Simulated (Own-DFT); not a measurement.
# Stretching a layer in its plane: grey tin, 32 atoms (Sn32)

Calculated, not measured: single-point runs of Own-DFT, a retired in-house plane-wave DFT program that no person has reviewed, on unrelaxed cells, without spin or spin-orbit coupling.

Common settings: PBE; PseudoDojo norm-conserving scalar-relativistic files; cutoff 42 hartree; 3 x 3 x 5 k mesh centred on Gamma; cold (Marzari-Vanderbilt) smearing of 0.2 eV.

Limits: forces on such cells failed a check on a denser k mesh; stress not checked against mesh or cutoff.

Unstrained cell vectors in Å: (12.978, 0.000, 0.000); (0.000, 12.978, 0.000); (0.000, 0.000, 6.489). The unstrained cell has measured lattice constants (interpolated for alloys), not those of this functional. That, the random moves and any unrelaxed bonds set the pressure at no strain. Each run strains x and y alike by e, as a substrate would, and holds the height along z. Random moves of width 0.05 Å per axis were added to every atom. Stress is positive in tension.

| e (%) | u (Å) | (s_xx + s_yy)/2 (GPa) | s_zz (GPa) |
|---|---|---|---|
| -2.50 | 0.050 | -6.81 | -6.14 |
| -2.00 | 0.049 | -6.24 | -5.48 |
| -1.50 | 0.056 | -5.52 | -5.16 |
| -0.50 | 0.049 | -4.15 | -4.05 |
| 0.25 | 0.055 | -3.41 | -3.42 |
| 0.75 | 0.053 | -2.87 | -3.07 |
| 1.25 | 0.048 | ? | ? |
| 1.75 | 0.048 | -1.79 | -2.32 |
| 2.25 | 0.050 | -1.32 | -1.82 |
| 3.00 | 0.049 | -0.63 | -1.38 |

## What the rows give

With e as a fraction, the in-plane stress is -3.7 + 115 e - 485 e² GPa (errors 1 and 74, scatter 0.06), and s_zz is -3.7 + 88 e - 383 e² GPa (slope ± 1, scatter 0.08). At e = 0 the first slope is C11 + C12 and the second 2 C12, both with the ions held to the strained lattice and at the cell's own pressure. The term in e² is negative: the layer stiffens under compression and softens under tension. A free layer would change its height as e changes, and the in-plane slope would drop by 2 C12²/C11 to the biaxial modulus. At fixed height, a misfit of 1 % moves the in-plane stress by about 1.2 GPa and s_zz by 0.9 GPa.

## The run left out

The question: what are the two stresses at e = 1.25 %?

From the fit: -2.3 and -2.6 GPa. The run itself gave -2.22 and -2.62 GPa.
